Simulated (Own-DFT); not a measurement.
# Device materials side by side: how hard are they to compress?

The numbers are computed, not measured, by runs of the plane-wave DFT program Own-DFT (in-house, retired, unreviewed) at fixed positions, with no spin and no spin-orbit coupling.

Limits (not all hold for every row): forces on such cells moved up to 12 meV/angstrom on a denser k mesh; k mesh not checked against a denser one; forces on such cells passed a denser k mesh, each cell not checked; stress not checked against mesh or cutoff.

All runs are PBE with PseudoDojo norm-conserving files; cutoff and k mesh are each material's own. Every cell starts from measured lattice constants and was given uniform random strains and small random moves of its atoms. Each triple is the change of volume in per cent, the rms move u in Å and the pressure in GPa.

- 3C SiC (C48Si48), 10.36 Å³/atom unstrained: (-3.68, 0.050, 14.49); (-0.59, 0.046, 7.26); (0.08, 0.051, 6.00); (0.20, 0.049, 5.20); (0.90, 0.047, 3.31); (1.59, 0.048, 1.61); (1.98, 0.052, 2.10)
- wurtzite AlN (Al64N64), 10.45 Å³/atom unstrained: (-2.77, 0.051, 12.45); (-1.56, 0.053, 9.74); (-0.74, 0.050, 7.55); (0.09, 0.049, 5.28); (1.05, 0.051, 3.53); (1.53, 0.047, 2.58); (2.20, 0.052, 1.42)
- wurtzite GaN (Ga48N48), 11.42 Å³/atom unstrained: (-3.23, 0.051, 14.93); (-2.99, 0.050, 13.86); (-2.18, 0.050, 12.81); (1.20, 0.050, 5.24); (2.33, 0.049, 3.36); (2.99, 0.047, 1.71); (3.17, 0.053, 1.56)
- diamond silicon (Si64), 20.02 Å³/atom unstrained: withheld
- zincblende GaP (Ga32P32), 20.24 Å³/atom unstrained: (-2.00, 0.050, 5.28); (-0.92, 0.048, 4.56); (-0.22, 0.052, 3.45); (-0.06, 0.051, 3.84); (2.19, 0.050, 1.36); (2.39, 0.047, 1.16); (2.61, 0.053, 1.24)
- grey tin (Sn64), 34.15 Å³/atom unstrained: (-2.33, 0.050, 4.94); (-0.81, 0.048, 4.19); (-0.69, 0.051, 4.06); (-0.56, 0.047, 4.01); (0.06, 0.049, 3.65); (1.00, 0.048, 3.22); (2.10, 0.050, 2.74)

## Analysis

Fit a line to each set against the fractional change of volume; B is minus its slope, and u is nearly the same within a set. To take it to zero pressure, assume that B rises by 4 GPa for each GPa: B0 = B - 4 x (mean pressure). The bond length of an ideal tetrahedral crystal with the unstrained volume v is d = (√3/4)(8 v)^(1/3). Cohen's empirical rule reads B0 = (1971 - 220 L) d^(-3.5) GPa, with L = 0 for group IV crystals and SiC and 1 for III-V compounds.

| material | L | d (Å) | B (GPa) | mean P (GPa) | B0 (GPa) | rule (GPa) |
|---|---|---|---|---|---|---|
| 3C SiC (C48Si48) | 0 | 1.888 | 232 ± 11 | 5.7 | 209 ± 11 | 213 |
| wurtzite AlN (Al64N64) | 1 | 1.893 | 226 ± 7 | 6.1 | 202 ± 7 | 188 |
| wurtzite GaN (Ga48N48) | 1 | 1.950 | 208 ± 4 | 7.6 | 177 ± 4 | 169 |
| diamond silicon (Si64) | 0 | 2.352 | ? | ? | ? | 99 |
| zincblende GaP (Ga32P32) | 1 | 2.360 | 94 ± 5 | 3.0 | 82 ± 5 | 87 |
| grey tin (Sn64) | 0 | 2.810 | 50 ± 1 | 3.8 | 35 ± 1 | 53 |

A line through ln[B0/(1971 - 220 L)] against ln d has a slope of -4.6 ± 0.3 and a scatter of 9 %. Against the rule, B0 stands at 98 % for 3C SiC, 108 % for wurtzite AlN, 105 % for wurtzite GaN, 94 % for zincblende GaP, 66 % for grey tin. PBE tends to make silicon and heavier crystals too soft, and the rule itself is only a guide.

## Prediction

The question: what B0 does the fitted trend give for diamond silicon (Si64)?

The straight line predicts 83 GPa. Its own runs give B = 100 ± 2 GPa at a mean pressure of 3.5 GPa, so B0 = 85 GPa.
